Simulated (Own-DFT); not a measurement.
## Calculated data, Al3GaN4 (wurtzite random alloy, strained, atoms displaced)

Computed with Own-DFT development build. A calculation, not a measurement: plane-wave density functional theory by an unreviewed code, no spin, of a simulated periodic cell, stress positive in tension, run twice, with PBE and with PBEsol, both on files made for PBE, so the change isn't that of files made for PBEsol, forces on such cells passed a denser k mesh, this cell's mesh not checked; the far tail of each file's local potential was reset to the Coulomb form; each entry is a single point on an unrelaxed cell, so the pressure reflects the starting lattice, mostly measured values (interpolated for alloys), from which strain is counted, and rises with the displacements; printed positions are rounded, which can move forces by about a meV/angstrom; the program, named Own-DFT, is a retired in-house code; no spin-orbit coupling; stress was not checked against mesh or cutoff.

## Al3GaN4 (wurtzite random alloy, strained, atoms displaced)

```xyz
72
Lattice="9.5581 0.0000 0.0000 -4.7791 8.2776 0.0000 0.0000 0.0000 10.0655" Properties=species:S:1:pos:R:3 Al3GaN4
Al    -0.0392     1.8451     0.0911
Al     1.4949     0.9244     2.5257
N     -0.0484     1.8877     1.9366
N      1.5792     0.8910     4.4430
Al     0.0295     1.8538     4.9832
Al     1.6593     1.0331     7.4603
N      0.0636     1.8511     6.9421
N      1.6472     0.8803     9.5454
Al    -1.5599     4.6002     0.0739
Al    -0.0706     3.6605     2.5767
N     -1.6045     4.5569     1.9106
N      0.0146     3.6194     4.3463
Ga    -1.5486     4.6563     5.1116
Al     0.0528     3.6980     7.5995
N     -1.5399     4.6137     6.9438
N     -0.0218     3.6170     9.5207
Al    -3.1558     7.3879     0.0619
Al    -1.5663     6.3376     2.4925
N     -3.1315     7.4249     1.9472
N     -1.6360     6.4060     4.3443
Al    -3.2333     7.3496     5.0482
Ga    -1.6604     6.3821     7.5527
N     -3.2561     7.3407     6.9647
N     -1.6996     6.3642     9.4352
Ga     3.2239     1.7891     0.0395
Al     4.7766     0.9502     2.5975
N      3.2006     1.7850     1.9064
N      4.8399     0.8270     4.4446
Al     3.1972     1.8811     5.0412
Al     4.7052     0.9640     7.5833
N      3.0447     1.7589     6.9622
N      4.7871     0.8896     9.4983
Al     1.6483     4.4955     0.0152
Ga     3.1509     3.7165     2.3899
N      1.6081     4.5780     1.9424
N      3.2120     3.6201     4.4755
Ga     1.6811     4.6607     4.9902
Al     3.1875     3.7261     7.5587
N      1.6152     4.6406     6.9042
N      3.1507     3.6399     9.5036
Ga    -0.0230     7.3901     0.0122
Al     1.5998     6.4747     2.4140
N      0.0457     7.3032     1.9855
N      1.5072     6.4684     4.5532
Al     0.0269     7.3878     5.1157
Al     1.5711     6.4453     7.5622
N     -0.0201     7.3705     7.0240
N      1.5928     6.3153     9.5276
Al     6.3896     1.7490     0.0241
Al     7.8778     0.9369     2.4856
N      6.3696     1.8493     1.9403
N      7.9422     0.8412     4.4367
Ga     6.3595     1.7713     4.9739
Al     7.9679     0.9392     7.5102
N      6.3930     1.8236     6.9582
N      7.9842     0.8629     9.4497
Al     4.7376     4.6250    10.0583
Ga     6.3713     3.7328     2.4712
N      4.8912     4.5750     1.8635
N      6.3581     3.5935     4.4239
Al     4.6211     4.5475     5.0134
Al     6.2889     3.6267     7.5394
N      4.7107     4.5541     6.9538
N      6.3332     3.6583     9.4478
Al     3.2676     7.3716     9.9805
Ga     4.7191     6.5661     2.5291
N      3.2112     7.3661     1.9639
N      4.8211     6.4083     4.5015
Al     3.1625     7.4688     5.0209
Al     4.7979     6.5046     7.5201
N      3.1581     7.3572     6.8820
N      4.7121     6.4439     9.4414
```

| Item | Value |
| --- | --- |
| functional | PBE, then PBEsol |
| potential files | PseudoDojo norm-conserving, scalar-relativistic, standard set |
| wave cutoff | 42 hartree |
| occupations | Fermi-Dirac |
| smearing width | 0.1 eV |
| k mesh | 4 x 4 x 3 centred on Gamma |
| PBE pressure | 0.04 GPa |
| PBE stress xx | 1.8 GPa |
| PBE stress yy | 1.49 GPa |
| PBE stress zz | -3.4 GPa |
| PBE stress yz | 1.32 GPa |
| PBE stress xz | -0.02 GPa |
| PBE stress xy | 0.93 GPa |
| PBEsol pressure | -2.94 GPa |
| PBEsol stress xx | 4.73 GPa |
| PBEsol stress yy | 4.42 GPa |
| PBEsol stress zz | -0.33 GPa |
| PBEsol stress yz | 1.34 GPa |
| PBEsol stress xz | 0 GPa |
| PBEsol stress xy | 0.9 GPa |
| rms change of force components from PBE to PBEsol | 0.068 eV/Å |

Force:
```csv
force element,PBE force x (eV/Å),PBE force y (eV/Å),PBE force z (eV/Å),PBEsol force x (eV/Å),PBEsol force y (eV/Å),PBEsol force z (eV/Å)
Al,0.871,-0.725,-1.633,0.874,-0.734,-1.642
Al,1.513,0.274,-0.007,1.495,0.296,-0.02
N,-0.329,-0.96,0.612,-0.339,-0.953,0.636
N,0.306,0.502,-0.055,0.318,0.497,-0.039
Al,-0.52,-0.319,0.628,-0.539,-0.322,0.63
Al,-5.145,-4.111,3.018,-5.166,-4.143,3.041
N,-1.103,0.481,-0.182,-1.104,0.479,-0.181
N,-1.698,0.524,-1.293,-1.545,0.626,-1.24
Al,-0.957,-0.645,-1.903,-0.955,-0.655,-1.914
Al,0.873,0.457,-1.709,0.875,0.47,-1.743
N,1.485,0.833,-0.098,1.306,0.727,-0.021
N,0.188,0.358,2.032,0.187,0.505,2.149
Ga,-0.65,-1.193,-2.139,-0.628,-1.154,-2.082
Al,-0.407,-0.254,-0.63,-0.4,-0.247,-0.642
N,-0.527,-1.923,1.812,-0.546,-1.736,1.672
N,0.482,0.69,-0.207,0.48,0.694,-0.193
Al,-0.63,-0.636,-0.858,-0.641,-0.653,-0.866
Al,-0.275,1.622,0.34,-0.29,1.606,0.31
N,-0.131,-0.819,-0.286,-0.232,-0.884,-0.216
N,0.442,1.384,1.56,0.451,1.227,1.629
Al,1.054,-0.349,-0.312,1.074,-0.349,-0.318
Ga,0.276,1.14,-0.201,0.281,1.112,-0.181
N,0.876,1.37,-0.735,1.022,1.314,-0.673
N,0.641,0.388,2.18,0.742,0.449,2.016
Ga,-0.541,0.273,-0.461,-0.54,0.261,-0.429
Al,-0.136,-0.839,-1.182,-0.122,-0.822,-1.205
N,-0.373,0.057,2.177,-0.391,0.191,2.013
N,-2.396,0.916,0.241,-2.221,1.013,0.308
Al,-0.376,-1.91,-0.277,-0.367,-1.922,-0.277
Al,0.823,-0.91,-0.39,0.803,-0.897,-0.402
N,6.15,3.618,-1.593,6.174,3.648,-1.603
N,0.973,0.868,-1.058,0.816,0.761,-0.928
Al,-1.676,0.892,0.22,-1.688,0.868,0.233
Ga,2.006,-1.332,1.279,1.944,-1.305,1.257
N,-1.888,1.079,-0.531,-1.716,0.969,-0.462
N,-0.791,-0.205,-1.263,-0.965,-0.116,-1.348
Ga,-1.529,-0.911,-0.016,-1.504,-0.883,0.009
Al,-1.054,-0.617,0.239,-1.065,-0.65,0.229
N,-0.2,-0.654,1.963,-0.189,-0.643,1.773
N,1.083,0.487,-0.925,1.103,0.315,-0.865
Ga,-0.001,-1.977,0.027,0.001,-1.918,0.027
Al,0.33,-1.061,1.502,0.363,-1.087,1.511
N,-1.225,1.095,-0.385,-1.251,1.12,-0.518
N,1.842,0.862,-2.223,1.858,0.676,-2.172
Al,-1.44,-1.167,-0.376,-1.47,-1.187,-0.359
Al,0.282,0.037,0.004,0.273,0.042,-0.005
N,0.158,0.637,-0.302,0.031,0.562,-0.239
N,0.699,1.098,-0.694,0.59,1.164,-0.632
Al,-0.18,1.388,-0.532,-0.178,1.391,-0.529
Al,1.122,-0.171,0.786,1.136,-0.162,0.788
N,-0.559,-1.137,-0.678,-0.576,-0.957,-0.618
N,1.484,2.253,-1.364,1.336,2.367,-1.316
Ga,0.691,1.172,0.988,0.683,1.146,0.964
Al,0.557,-0.332,0.005,0.568,-0.332,-0.01
N,-1.057,-0.087,0.663,-1.062,-0.104,0.511
N,-0.151,0.921,0.285,-0.145,0.931,0.279
Al,0.877,-0.421,-0.673,0.866,-0.424,-0.686
Ga,0.421,-1.394,1.626,0.412,-1.367,1.597
N,-3.003,1.811,-0.444,-2.926,1.75,-0.276
N,-0.7,1.541,0.563,-0.601,1.438,0.505
Al,3.684,1.112,0.507,3.688,1.131,0.491
Al,1.068,0.637,-0.004,1.078,0.66,-0.034
N,0.816,0.618,-0.126,0.82,0.642,-0.127
N,0.343,-0.328,0.496,0.346,-0.326,0.516
Al,-1.89,-0.761,0.993,-1.91,-0.758,1.013
Ga,2.724,-2.178,0.806,2.66,-2.127,0.8
N,-2.228,1.382,-1.78,-2.017,1.281,-1.709
N,-1.835,0.01,-0.174,-1.841,0.022,-0.301
Al,0.048,-3.458,0.464,0.05,-3.493,0.439
Al,-1.484,-1.114,0.086,-1.495,-1.139,0.082
N,0.231,0.481,1.553,0.227,0.471,1.553
N,1.665,-0.37,0.042,1.689,-0.376,0.04
```
